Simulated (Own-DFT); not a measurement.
# Same atoms, different arrangement: Ga32P32, 64 atoms

These are calculations, not measurements. The program, named Own-DFT, is a retired in-house plane-wave density functional code that no person has reviewed. Each row is one single-point run on a periodic cell that was not relaxed, without spin or spin-orbit coupling.

Settings of every run: PBE; PseudoDojo norm-conserving scalar-relativistic files; cutoff 42 hartree; 3 x 3 x 3 k mesh centred on Gamma; Fermi-Dirac smearing of 0.1 eV.

Known limits, some of them of some rows only: not probed for a lower state with spin; forces on such cells failed a check on a denser k mesh; forces on such cells passed a denser k mesh, each cell not checked; stress not checked against mesh or cutoff.

All cells hold the same atoms in the same cell, with vectors in Å (10.901, 0.000, 0.000); (0.000, 10.901, 0.000); (0.000, 0.000, 10.901). Every atom was moved at random from its ideal site; u is the rms move along one axis. The defect's site can differ from row to row. E is the free energy of the cell above the lowest run. The arrangements:

- A: zincblende GaP
- B: zincblende GaP, with one Ga on a P site and one P on a Ga site, 2.4 Å apart

```
arrangement,u (Å),E (eV),P (GPa)
A,0.0178,0.000,2.69
A,0.0202,0.118,2.72
A,0.0209,0.149,2.72
A,0.0456,1.935,3.16
A,0.0476,2.364,3.22
A,0.0486,2.181,3.18
B,0.0286,3.682,2.96
B,0.0287,3.735,2.98
B,0.0315,3.897,3.04
B,0.0453,5.303,3.33
B,0.0467,5.545,3.46
B,0.0515,5.429,3.34
```

Question: once the cost of the random moves is taken out, how do the arrangements rank?

## Worked answer

Fit E = a + b u², with one b for all and one a for each arrangement, and with residuals divided by u², since the noise grows with the moves. Then b = 1142 eV/Å², the scatter at u = 0.04 Å is 0.13 eV, and against A:

- B: 3.14 ± 0.05 eV (higher)

These are energies of unrelaxed cells. Relaxing the atoms lowers the strained arrangements most, so the gaps would shrink and small ones could change sign.
